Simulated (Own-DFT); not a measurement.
# Point defects and the pressure they add: zincblende GaAs

Source: density functional calculations with Own-DFT, an unreviewed in-house program that is no longer used. Nothing was measured or relaxed, and spin and spin-orbit coupling are left out.

Method: PBE; PseudoDojo norm-conserving scalar-relativistic files; cutoff 42 hartree; 3 x 3 x 3 k mesh centred on Gamma; Fermi-Dirac smearing of 0.1 eV.

Known weak points (not all hold for every row): not probed for a lower state with spin; forces not confirmed at this smearing and k mesh; stress not checked against mesh or cutoff.

All runs share one cell, with vectors in Å (10.862, 0.000, 0.000); (0.000, 10.862, 0.000); (0.000, 0.000, 11.796) and a volume of 1391.7 Å³, strained against the parent crystal. Atoms were moved at random from their sites; u is the rms move along one axis. The defect's site can differ from row to row.

| cell | formula | u (Å) | P (GPa) |
|---|---|---|---|
| no defect | As32Ga32 | 0.0291 | 6.67 |
| no defect | As32Ga32 | 0.0312 | 6.68 |
| no defect | As32Ga32 | 0.0515 | 7.02 |
| one In on a Ga site | As32Ga31In | 0.0299 | 7.42 |
| one In on a Ga site | As32Ga31In | 0.0302 | 7.41 |
| one In on a Ga site | As32Ga31In | 0.0306 | 7.40 |
| one In on a Ga site | As32Ga31In | 0.0318 | ? |
| one P on an As site | As31Ga32P | 0.0315 | 6.40 |
| one P on an As site | As31Ga32P | 0.0482 | 6.82 |
| one P on an As site | As31Ga32P | 0.0491 | 6.80 |
| one As vacancy and one Ga vacancy | As31Ga31 | 0.0317 | 5.96 |
| one As vacancy and one Ga vacancy | As31Ga31 | 0.0454 | 6.18 |
| one As vacancy and one Ga vacancy | As31Ga31 | 0.0491 | 6.22 |
| one Al on a Ga site | AlAs32Ga31 | 0.0310 | 6.67 |
| one Al on a Ga site | AlAs32Ga31 | 0.0463 | 6.99 |
| one Al on a Ga site | AlAs32Ga31 | 0.0510 | 7.12 |

## What the rows give

P = P0 + c u² + a shift for each defect gives P0 = 6.43 GPa, c = 238 ± 16 GPa/Å² and a scatter of 0.04 GPa. The shifts, and each times the cell's volume:

- one In on a Ga site: 0.76 ± 0.03 GPa, 6.6 eV
- one Al on a Ga site: 0.04 ± 0.03 GPa, 0.3 eV (not resolved)
- one P on an As site: -0.22 ± 0.03 GPa, -1.9 eV
- one As vacancy and one Ga vacancy: -0.75 ± 0.03 GPa, -6.5 eV

Against the defect-free cell, a freed cell would be larger where the shift is positive and smaller where it is negative (160.2 GPa Å³ is 1 eV). The atoms around the defects weren't relaxed, which would change these numbers.

## Prediction

Q: what pressure belongs in the blank (one In on a Ga site, u = 0.0318 Å)?

The fit gives 7.43 ± 0.05 GPa. DFT gave 7.52 GPa.
